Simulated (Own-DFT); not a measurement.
# Which defects push the lattice out? C40 NbSi2

No measurement is shown. These are fixed-geometry runs of a retired plane-wave code named Own-DFT, which no person has reviewed; spin and spin-orbit coupling are neglected.

Settings: PBE; PseudoDojo norm-conserving scalar-relativistic files; cutoff 42 hartree; 4 x 4 x 5 k mesh centred on Gamma; cold (Marzari-Vanderbilt) smearing of 0.2 eV.

Caveats: forces on such cells failed a check on a denser k mesh; stress not checked against mesh or cutoff.

All runs share one cell, with vectors in Å (0.000, 8.324, 0.000); (-9.613, 0.000, 0.000); (0.000, 0.000, 6.586) and a volume of 527.0 Å³. The atoms are randomly displaced, by u rms on each axis. The defect's site can differ from row to row.

```
                    cell   formula   u (Å)  P (GPa)
               no defect  Nb12Si24  0.0191     1.49
               no defect  Nb12Si24  0.0461     2.50
               no defect  Nb12Si24  0.0548     2.86
          one Si vacancy  Nb12Si23  0.0302     0.87
          one Si vacancy  Nb12Si23  0.0402     1.50
          one Si vacancy  Nb12Si23  0.0472     1.57
two Nb on a Si site each  Nb14Si22  0.0286        ?
two Nb on a Si site each  Nb14Si22  0.0292     7.67
two Nb on a Si site each  Nb14Si22  0.0425     8.18
two Nb on a Si site each  Nb14Si22  0.0507     8.09
two Si on a Nb site each  Nb10Si26  0.0294     1.61
two Si on a Nb site each  Nb10Si26  0.0315     1.70
two Si on a Nb site each  Nb10Si26  0.0560     2.63
```

## Working it out

P = P0 + c u² + a shift for each defect gives P0 = 1.45 GPa, c = 453 ± 54 GPa/Å² and a scatter of 0.16 GPa. The shifts, and each times the cell's volume:

- two Nb on a Si site each: 5.74 ± 0.13 GPa, 18.9 eV (9.4 eV for each of its 2 sites)
- two Si on a Nb site each: -0.22 ± 0.13 GPa, -0.7 eV (-0.4 eV for each of its 2 sites) (not resolved)
- one Si vacancy: -0.85 ± 0.13 GPa, -2.8 eV

Against the defect-free cell, a freed cell would be larger where the shift is positive and smaller where it is negative (160.2 GPa Å³ is 1 eV). The atoms around the defects weren't relaxed, which would change these numbers.

## The run left out

Question: what pressure belongs in the blank (two Nb on a Si site each, u = 0.0286 Å)?

From the fit: 7.56 ± 0.20 GPa. DFT gave 7.54 GPa.
